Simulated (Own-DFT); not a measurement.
# How strain changes the stress of wurtzite AlGaN with randomly placed atoms, 72 atoms (Al9Ga27N36)

Calculated results; nothing here was measured. The program, named Own-DFT, is a retired in-house plane-wave density functional code that no person has reviewed. Each row is one single-point run on a periodic cell that was not relaxed, without spin or spin-orbit coupling.

Settings of every run: PBE; PseudoDojo norm-conserving scalar-relativistic files (stringent for Ga); cutoff 96 hartree; 4 x 4 x 3 k mesh centred on Gamma; Gaussian smearing of 0.01 eV.

Known limits: forces on such cells passed a denser k mesh, each cell not checked; stress not checked against mesh or cutoff.

Unstrained cell vectors in Å: (9.509, 0.000, 0.000); (-4.755, 8.235, 0.000); (0.000, 0.000, 10.268). The unstrained cell has measured lattice constants (interpolated for alloys), not those of this functional. That, the random moves and any unrelaxed bonds set the pressure at no strain. Each run strains this cell uniformly, with the atoms carried along. Every atom was also moved at random, by a Gaussian of width 0.05 Å on each axis. The random placing of the alloy's atoms differs from row to row. Strain is the symmetric tensor, in per cent. Stress is positive in tension, and the pressure is minus a third of its trace.

| run | e_xx (%) | e_yy (%) | e_zz (%) | s_xx (GPa) | s_yy (GPa) | s_zz (GPa) | P (GPa) | E (meV/atom) |
|---|---|---|---|---|---|---|---|---|
| 1 | 1.25 | 1.25 | 0.00 | -0.25 | 0.48 | -6.07 | 1.95 | 2.6 |
| 2 | 2.00 | 2.00 | 0.00 | 2.15 | 3.63 | -4.30 | -0.49 | 6.7 |
| 3 | 2.25 | 2.25 | 0.00 | 5.26 | 3.43 | -4.89 | -1.27 | 11.7 |
| 4 | -2.25 | -2.25 | 0.00 | -21.95 | -22.36 | -9.92 | 18.08 | 75.4 |
| 5 | 1.75 | 1.75 | 0.00 | 1.27 | 2.82 | -4.06 | -0.01 | 0.0 |
| 6 | 0.75 | 0.75 | 0.00 | -2.57 | -3.22 | -6.08 | 3.96 | 6.5 |
| 7 | -1.75 | -1.75 | 0.00 | -14.83 | -18.45 | -10.76 | 14.68 | 40.2 |
| 8 | -2.50 | -2.50 | 0.00 | -23.25 | -23.00 | -11.29 | 19.18 | 74.1 |
| 9 | 0.25 | 0.25 | 0.00 | ? | ? | ? | ? | ? |

E is the free energy for each atom above the lowest run shown.

## Worked fit

The change of volume is close to e_xx + e_yy + e_zz. A straight line through the runs shown gives P = 7.90 - 218 x (fractional change of volume) GPa, with an error of 6 on the slope and a scatter of 0.65 GPa. The strain isn't the same on all axes and the cell isn't cubic, so the slope belongs to this path and is not the bulk modulus.

## Withheld run

Question: what pressure should run 9 give? Its volume changes by 0.50 %.

The line gives 6.8 GPa. The calculation gave 5.69 GPa.
